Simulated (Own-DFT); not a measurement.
Hf16O31 (monoclinic hafnia with two neutral oxygen vacancies, strained, atoms displaced), Hf16O31 (monoclinic hafnia with two neutral oxygen vacancies, atoms displaced) (calculated)

A calculation, not a measurement: plane-wave PBE and HSE06 DFT by an unreviewed code, no spin, of a simulated cell at Gamma alone, so results move with cell size and shape, stress positive in tension, energies less offsets, not probed for a lower state with spin; hafnium file: forces about 75 meV/angstrom off all-electron values; oxygen file: force components 24 meV/angstrom off all-electron in a glass; k mesh not checked against a denser one; forces and stress are PBE's, HSE06 gives the energy alone, and its difference from PBE has offsets of its own; offsets are fitted by least squares, one for each functional and potential file, so energies compare only between cells with the same atoms and settings and are not formation energies; the far tail of each file's local potential was reset to the Coulomb form; each entry is a single point on an unrelaxed cell, so the pressure reflects the starting lattice, mostly measured values, from which strain is counted, and rises with the displacements; printed positions are rounded, which can move forces by about a meV/angstrom; the program is a retired in-house code; no spin-orbit coupling. Program: Own-DFT development build.

Settings shared by all entries: first functional PBE; second functional HSE06; exact exchange share 0.25; screening 0.11 1/bohr; exchange divergence Gygi-Baldereschi; potential files PseudoDojo norm-conserving, scalar-relativistic, made for PBE, standard set; wave cutoff 48 hartree; occupations fixed; k mesh 1 x 1 x 1 centred on Gamma.

(1) Hf16O31 (monoclinic hafnia with two neutral oxygen vacancies, strained, atoms displaced)

```cif
# cell vector a (Å): 10.0591 0.0354 -0.0791
# cell vector b (Å): 0.0358 10.5395 0.0675
# cell vector c (Å): -1.7473 0.0623 10.3156
data_Hf16O31
_symmetry_space_group_name_H-M 'P 1'
_symmetry_Int_Tables_number 1
_cell_length_a 10.0595
_cell_length_b 10.5398
_cell_length_c 10.4627
_cell_angle_alpha 89.330
_cell_angle_beta 100.063
_cell_angle_gamma 89.607
_cell_volume 1092.12
loop_
_atom_site_label
_atom_site_type_symbol
_atom_site_fract_x
_atom_site_fract_y
_atom_site_fract_z
_atom_site_occupancy
Hf1 Hf 0.13307 0.02547 0.10489 1
Hf2 Hf 0.36809 0.27526 0.14575 1
Hf3 Hf 0.36358 0.47370 0.40949 1
Hf4 Hf 0.13098 0.23700 0.36358 1
O1 O 0.01944 0.16404 0.16504 1
O2 O 0.46841 0.42344 0.07546 1
O3 O 0.45938 0.32832 0.32626 1
O4 O 0.04217 0.08368 0.42493 1
O5 O 0.22923 0.38448 0.23083 1
O6 O 0.26506 0.13369 0.02219 1
O7 O 0.26560 0.12423 0.25265 1
O8 O 0.22306 0.37070 0.50687 1
Hf5 Hf 0.13378 0.01488 0.60125 1
Hf6 Hf 0.36911 0.26665 0.65676 1
Hf7 Hf 0.36757 0.46039 0.90535 1
Hf8 Hf 0.14093 0.22248 0.83927 1
O9 O 0.03303 0.16392 0.68126 1
O10 O 0.45893 0.42305 0.58047 1
O11 O 0.44922 0.34103 0.82894 1
O12 O 0.04757 0.07659 0.94086 1
O13 O 0.22649 0.37191 0.73548 1
O14 O 0.29969 0.13529 0.50099 1
O15 O 0.28593 0.11988 0.76282 1
O16 O 0.22930 0.35917 0.98225 1
Hf9 Hf 0.13429 0.52014 0.11625 1
Hf10 Hf 0.34448 0.76442 0.13228 1
Hf11 Hf 0.35944 0.97604 0.38973 1
Hf12 Hf 0.13354 0.72426 0.36498 1
O17 O 0.03544 0.65791 0.16434 1
O18 O 0.47291 0.90773 0.07286 1
O19 O 0.46361 0.83048 0.32687 1
O20 O 0.04623 0.58538 0.42590 1
O21 O 0.21695 0.88088 0.23004 1
O22 O 0.27377 0.61321 0.01986 1
O23 O 0.27962 0.62716 0.26080 1
O24 O 0.21903 0.88231 0.49299 1
Hf13 Hf 0.14266 0.51985 0.60002 1
Hf14 Hf 0.35072 0.76798 0.63620 1
Hf15 Hf 0.36455 0.99603 0.90735 1
Hf16 Hf 0.14347 0.72799 0.86834 1
O25 O 0.03357 0.66384 0.67055 1
O26 O 0.46457 0.90164 0.57229 1
O27 O 0.45842 0.82859 0.83192 1
O28 O 0.03432 0.59218 0.91867 1
O29 O 0.22777 0.88288 0.74847 1
O30 O 0.29077 0.64284 0.51047 1
O31 O 0.27897 0.61404 0.74027 1
O32 O 0.23818 0.87100 0.97801 1
Hf17 Hf 0.63597 0.02469 0.08565 1
Hf18 Hf 0.87199 0.27240 0.14803 1
Hf19 Hf 0.85698 0.46501 0.39938 1
Hf20 Hf 0.63120 0.22258 0.35436 1
O33 O 0.54196 0.16354 0.18303 1
O34 O 0.95421 0.40922 0.06673 1
O35 O 0.96985 0.33786 0.32997 1
O36 O 0.52270 0.08365 0.42909 1
O37 O 0.72337 0.37547 0.25097 1
O38 O 0.77561 0.12954 0.00578 1
O39 O 0.77260 0.12100 0.27962 1
O40 O 0.73119 0.37148 0.48308 1
Hf21 Hf 0.64990 0.03709 0.60220 1
Hf22 Hf 0.85595 0.27545 0.65597 1
Hf23 Hf 0.84862 0.48114 0.90590 1
Hf24 Hf 0.63826 0.22681 0.84257 1
O41 O 0.53319 0.17288 0.68334 1
O42 O 0.98478 0.40439 0.59242 1
O43 O 0.95979 0.32960 0.83326 1
O44 O 0.54908 0.08365 0.91963 1
O45 O 0.76222 0.12124 0.50611 1
O46 O 0.78278 0.11479 0.75518 1
Hf25 Hf 0.65160 0.50321 0.10275 1
Hf26 Hf 0.86829 0.76983 0.15920 1
Hf27 Hf 0.86238 0.97899 0.39415 1
Hf28 Hf 0.64043 0.71712 0.36123 1
O47 O 0.55248 0.66426 0.17684 1
O48 O 0.96788 0.91593 0.07633 1
O49 O 0.95593 0.82722 0.32928 1
O50 O 0.54257 0.58102 0.42319 1
O51 O 0.73105 0.87296 0.24900 1
O52 O 0.78601 0.62177 0.01882 1
O53 O 0.77471 0.63666 0.26826 1
O54 O 0.73435 0.86737 0.49284 1
Hf29 Hf 0.64537 0.51614 0.60657 1
Hf30 Hf 0.86343 0.77018 0.63957 1
Hf31 Hf 0.85445 0.97723 0.88938 1
Hf32 Hf 0.65104 0.72864 0.84671 1
O55 O 0.52184 0.67556 0.67153 1
O56 O 0.96516 0.91061 0.58126 1
O57 O 0.96570 0.83120 0.82393 1
O58 O 0.53406 0.56949 0.93347 1
O59 O 0.70739 0.89144 0.72967 1
O60 O 0.76912 0.63107 0.50656 1
O61 O 0.77443 0.62885 0.76282 1
O62 O 0.72357 0.86565 0.98960 1
```

Results for Hf16O31 (monoclinic hafnia with two neutral oxygen vacancies, strained, atoms displaced): PBE energy of cell above offsets -73.804 eV; HSE06 less PBE above offsets 1.121 eV; PBE pressure 12.72 GPa; PBE stress xx -15.49 GPa; PBE stress yy -5.83 GPa; PBE stress zz -16.85 GPa; PBE stress yz 2.16 GPa; PBE stress xz -2.58 GPa; PBE stress xy 0.77 GPa.

Force:
```tsv
element	x (eV/Å)	y (eV/Å)	z (eV/Å)
Hf	1.026	-1.124	3.268
Hf	-1.821	-1.065	-0.298
Hf	0.648	1.795	-3.002
Hf	4.71	-2.906	-0.362
O	1.343	-0.116	1.738
O	0.267	-2.763	3.298
O	0.163	0.995	1.247
O	-0.755	0.411	-0.635
O	-0.97	-0.928	2.149
O	3.236	-0.322	-1.853
O	-0.086	0.736	1.211
O	0.407	-0.402	-2.949
Hf	1.744	-0.603	1.983
Hf	-4.266	1.105	-3.55
Hf	-4.346	7.511	-1.542
Hf	-0.593	1.763	3.851
O	-1.018	-1.253	-2.199
O	1.975	-0.62	1.542
O	6.814	-6.008	-1.288
O	-2.572	1.204	-6.097
O	-1.319	-0.251	0.685
O	-2.197	0.695	1.393
O	-0.176	0.822	-0.863
O	-0.796	0.137	1.056
Hf	1.667	-0.165	-3.223
Hf	3.988	0.715	3.311
Hf	0.342	-1.26	0.437
Hf	3.094	2.639	-2.077
O	-1.209	1.758	2.198
O	0.401	1.559	0.554
O	-0.326	0.01	-0.623
O	-2.361	-2.235	-0.639
O	0.155	-1.216	0.613
O	-0.097	0.978	-0.556
O	-0.961	-0.94	0.991
O	-1.161	-0.931	-1.424
Hf	0.561	1.006	3.651
Hf	1.243	3.997	4.727
Hf	-0.089	-5.004	-1.754
Hf	0.612	-0.242	-4.045
O	-0.064	0.132	-0.452
O	0.799	2.091	-0.558
O	1.084	0.451	0.515
O	-1.569	-2.041	1.106
O	-1.21	0.718	-1.491
O	-1.593	-3.276	-3.375
O	-0.927	-0.545	2.591
O	-1.786	-0.46	1.884
Hf	0.692	-3.288	5.609
Hf	-3.5	-1.309	-0.774
Hf	1.249	4.038	-0.264
Hf	-0.088	-0.576	0.788
O	-0.977	-0.146	-2.459
O	1.364	0.751	1.701
O	-0.774	0.822	-0.371
O	1.58	1.332	-0.39
O	0.526	-0.011	-0.995
O	0.798	1.197	-0.114
O	1.478	0.404	-2.252
O	-1.652	-1.036	2.875
Hf	-5.451	-5.884	-0.071
Hf	2.559	0.328	-0.428
Hf	2.263	0.355	-2.415
Hf	1.574	1.8	3.749
O	2.321	-1.819	-1.647
O	-2.724	-0.148	-1.612
O	-0.915	0.197	-0.387
O	-2.17	0.707	-2.003
O	3.419	2.803	0.073
O	-0.294	2.304	0.317
Hf	-2.379	4.563	0.582
Hf	-2.348	0.622	-3.079
Hf	-1.557	-1.588	-0.347
Hf	-1.735	4.731	-2.704
O	-1.798	-0.573	-1.301
O	-1.388	-0.96	0.13
O	2.862	0.023	1.987
O	-2.554	-3.269	1.094
O	-0.424	2.066	-1.303
O	-0.304	-0.186	-0.636
O	3.104	-4.124	0.048
O	-0.619	0.834	-0.428
Hf	-2.115	3	0.046
Hf	-0.153	-0.463	1.251
Hf	2.257	-1.911	1.959
Hf	-6.16	1.859	1.471
O	4.097	-3.063	0.188
O	1.524	1.92	-0.499
O	-1.089	0.922	0.559
O	2.39	1.493	-1.516
O	1.555	-1.353	1.809
O	1.855	-2.125	2.404
O	1.01	-2.352	-1.407
O	0.678	0.554	-0.382
```

(2) Hf16O31 (monoclinic hafnia with two neutral oxygen vacancies, atoms displaced)

```cif
# cell vector a (Å): 10.2340 0.0000 0.0000
# cell vector b (Å): 0.0000 10.3500 0.0000
# cell vector c (Å): -1.6955 0.0000 10.4453
data_Hf16O31
_symmetry_space_group_name_H-M 'P 1'
_symmetry_Int_Tables_number 1
_cell_length_a 10.2340
_cell_length_b 10.3500
_cell_length_c 10.5820
_cell_angle_alpha 90.000
_cell_angle_beta 99.220
_cell_angle_gamma 90.000
_cell_volume 1106.39
loop_
_atom_site_label
_atom_site_type_symbol
_atom_site_fract_x
_atom_site_fract_y
_atom_site_fract_z
_atom_site_occupancy
Hf1 Hf 0.13916 0.02215 0.10633 1
Hf2 Hf 0.35997 0.27125 0.14423 1
Hf3 Hf 0.35986 0.48023 0.39625 1
Hf4 Hf 0.14381 0.22290 0.35576 1
O1 O 0.03777 0.16666 0.17271 1
O2 O 0.45798 0.41390 0.07389 1
O3 O 0.46206 0.33430 0.32369 1
O4 O 0.04130 0.08022 0.43141 1
O5 O 0.22748 0.37452 0.24184 1
O6 O 0.27276 0.13244 0.01249 1
O7 O 0.28158 0.11997 0.25595 1
O8 O 0.22683 0.37157 0.49388 1
Hf5 Hf 0.13991 0.02038 0.60436 1
Hf6 Hf 0.36187 0.27030 0.64984 1
Hf7 Hf 0.36087 0.48225 0.89284 1
Hf8 Hf 0.13968 0.22644 0.85308 1
O9 O 0.03801 0.16270 0.67449 1
O10 O 0.46409 0.41103 0.57845 1
O11 O 0.46315 0.32928 0.82755 1
O12 O 0.03510 0.08485 0.92808 1
O13 O 0.21997 0.37260 0.73863 1
O14 O 0.27569 0.13056 0.50924 1
O15 O 0.27275 0.12022 0.75678 1
O16 O 0.22506 0.37706 0.98787 1
Hf9 Hf 0.13652 0.51441 0.10777 1
Hf10 Hf 0.36180 0.77375 0.14961 1
Hf11 Hf 0.36819 0.97759 0.39574 1
Hf12 Hf 0.14155 0.73540 0.35186 1
O17 O 0.03667 0.66756 0.17588 1
O18 O 0.46565 0.91852 0.07710 1
O19 O 0.46360 0.83412 0.32596 1
O20 O 0.22101 0.87915 0.23800 1
O21 O 0.27436 0.62626 0.00677 1
O22 O 0.27117 0.62569 0.25722 1
O23 O 0.22670 0.87360 0.49024 1
Hf13 Hf 0.13793 0.51854 0.60348 1
Hf14 Hf 0.35649 0.76912 0.65129 1
Hf15 Hf 0.36100 0.97410 0.89658 1
Hf16 Hf 0.13862 0.73029 0.85444 1
O24 O 0.03986 0.66977 0.67473 1
O25 O 0.46634 0.91717 0.58210 1
O26 O 0.46470 0.83529 0.82584 1
O27 O 0.03234 0.58425 0.92165 1
O28 O 0.22850 0.87958 0.74122 1
O29 O 0.27590 0.62460 0.51106 1
O30 O 0.27414 0.62342 0.75904 1
O31 O 0.22710 0.86768 0.98977 1
Hf17 Hf 0.63742 0.02269 0.10307 1
Hf18 Hf 0.86208 0.26262 0.14809 1
Hf19 Hf 0.86226 0.47827 0.39870 1
Hf20 Hf 0.64021 0.22938 0.35483 1
O32 O 0.53442 0.17071 0.17196 1
O33 O 0.95855 0.41557 0.07173 1
O34 O 0.96439 0.33226 0.32977 1
O35 O 0.53893 0.08452 0.42432 1
O36 O 0.72398 0.37810 0.24410 1
O37 O 0.77132 0.13045 0.01352 1
O38 O 0.77326 0.12020 0.25939 1
O39 O 0.72532 0.36758 0.48887 1
Hf21 Hf 0.64643 0.02650 0.60841 1
Hf22 Hf 0.86386 0.27597 0.64638 1
Hf23 Hf 0.86620 0.47859 0.89148 1
Hf24 Hf 0.63576 0.23314 0.85128 1
O40 O 0.53686 0.16648 0.67147 1
O41 O 0.96439 0.33655 0.82519 1
O42 O 0.54041 0.08334 0.92009 1
O43 O 0.71901 0.38443 0.73790 1
O44 O 0.77239 0.12239 0.50963 1
O45 O 0.78150 0.11962 0.75883 1
O46 O 0.72449 0.36753 0.98706 1
Hf25 Hf 0.64133 0.52235 0.10806 1
Hf26 Hf 0.86401 0.77563 0.14300 1
Hf27 Hf 0.86574 0.98147 0.39574 1
Hf28 Hf 0.63810 0.73250 0.35159 1
O47 O 0.54357 0.66424 0.17908 1
O48 O 0.96587 0.91851 0.07909 1
O49 O 0.96147 0.83483 0.32809 1
O50 O 0.54340 0.58064 0.42122 1
O51 O 0.72690 0.87987 0.24140 1
O52 O 0.77367 0.62709 0.00644 1
O53 O 0.77445 0.62068 0.25757 1
O54 O 0.72776 0.87403 0.48653 1
Hf29 Hf 0.63520 0.51957 0.60335 1
Hf30 Hf 0.86238 0.77102 0.64714 1
Hf31 Hf 0.86164 0.97818 0.89570 1
Hf32 Hf 0.63817 0.73560 0.85292 1
O55 O 0.53373 0.66740 0.66889 1
O56 O 0.96355 0.91618 0.57770 1
O57 O 0.96880 0.83377 0.82522 1
O58 O 0.53506 0.58602 0.92351 1
O59 O 0.72599 0.88134 0.74664 1
O60 O 0.77472 0.63331 0.51240 1
O61 O 0.77490 0.62333 0.75654 1
O62 O 0.72719 0.87357 0.98886 1
```

The calculation gives: PBE energy of cell above offsets -91.105 eV; HSE06 less PBE above offsets 0.395 eV; PBE pressure 3.67 GPa; PBE stress xx -3.42 GPa; PBE stress yy -3.82 GPa; PBE stress zz -3.76 GPa; PBE stress yz -0.44 GPa; PBE stress xz 0.05 GPa; PBE stress xy -0.06 GPa.

Force:
```tsv
element	x (eV/Å)	y (eV/Å)	z (eV/Å)
Hf	0.21	0.135	-0.687
Hf	0.842	0.367	-0.045
Hf	0.763	-0.362	-0.009
Hf	-0.404	1.164	0.413
O	-0.083	-0.083	0.538
O	1.3	1.001	0.08
O	0.423	0.115	0.792
O	-0.36	0.61	-1.512
O	-0.847	0.57	-0.082
O	0.243	-0.602	-0.79
O	-0.616	-0.479	0.875
O	-0.405	-0.251	-0.587
Hf	0.007	-0.411	0.336
Hf	0.074	-0.414	-0.881
Hf	0.439	-0.172	0.982
Hf	-0.161	0.373	0.447
O	-1.259	1.029	-0.142
O	0.412	0.763	-0.388
O	-0.349	0.552	0.144
O	-0.127	0.055	-0.477
O	-0.028	0.792	-0.027
O	0.377	-0.134	-0.065
O	0.488	-0.416	0.926
O	-0.894	-0.728	-0.169
Hf	-0.317	0.696	-0.877
Hf	0.354	-1.196	-1.22
Hf	0.08	0.96	1.459
Hf	-1.193	-0.874	0.611
O	-0.371	-0.011	-0.231
O	-0.263	-0.437	0.135
O	0.11	-0.238	-0.104
O	0.364	0.032	0.179
O	0.062	0.472	0.756
O	0.789	-0.587	0.543
O	-0.075	-0.48	-0.221
Hf	-0.429	-0.008	-0.307
Hf	1.615	0.27	-1.468
Hf	0.707	1.324	-0.158
Hf	-0.333	-0.89	0.341
O	-0.189	-0.577	-0.828
O	0.028	0.071	-0.461
O	0.054	-0.086	0.463
O	0.551	0.284	0.266
O	-0.717	0.051	0.256
O	-0.592	0.611	-0.285
O	0.366	-0.365	0.225
O	-0.133	0.53	0.364
Hf	-0.253	0.408	0.26
Hf	-0.414	1.773	-0.398
Hf	0.073	0.569	-0.234
Hf	-0.953	0.163	-0.541
O	0.443	-0.698	-0.151
O	0.778	-0.241	0.975
O	0.555	-0.207	0.321
O	-0.705	-0.313	-0.215
O	0.118	-0.121	-0.698
O	0.856	-0.502	-0.397
O	0.498	0.099	0.239
O	0.819	0.255	0.744
Hf	-1.392	-1.42	-0.522
Hf	0.252	-0.55	-0.249
Hf	-1.625	0.952	0.554
Hf	0.446	-0.39	0.662
O	-0.07	0.246	0.029
O	0.682	-0.985	-0.848
O	-1.066	-0.608	0.011
O	0.735	-1.017	-0.07
O	1.253	1.533	0.204
O	-0.157	0.592	0.427
O	-0.136	0.321	0.238
Hf	-0.065	-0.964	-1.125
Hf	-0.58	-1.385	0.505
Hf	-0.93	-0.54	0.527
Hf	1.168	-0.573	1.186
O	-1.95	0.883	-0.956
O	0.213	0.098	-0.089
O	1.19	-0.707	-0.085
O	-1.352	-0.374	-0.235
O	-0.226	0.166	-0.784
O	0.217	0.72	0.537
O	0.853	0.011	0.669
O	-0.405	-0.074	0.45
Hf	0.22	1.118	-0.005
Hf	0.008	-0.347	-0.637
Hf	0.452	0.426	-0.004
Hf	0.193	-1.751	-0.059
O	-0.297	0.075	0.408
O	0.604	0.283	0.2
O	-0.485	0.675	0.618
O	-0.296	0.011	-0.096
O	0.117	-0.045	-0.765
O	0.433	-0.596	-0.46
O	-0.038	0.153	0.447
O	-0.29	-0.158	0.304
```
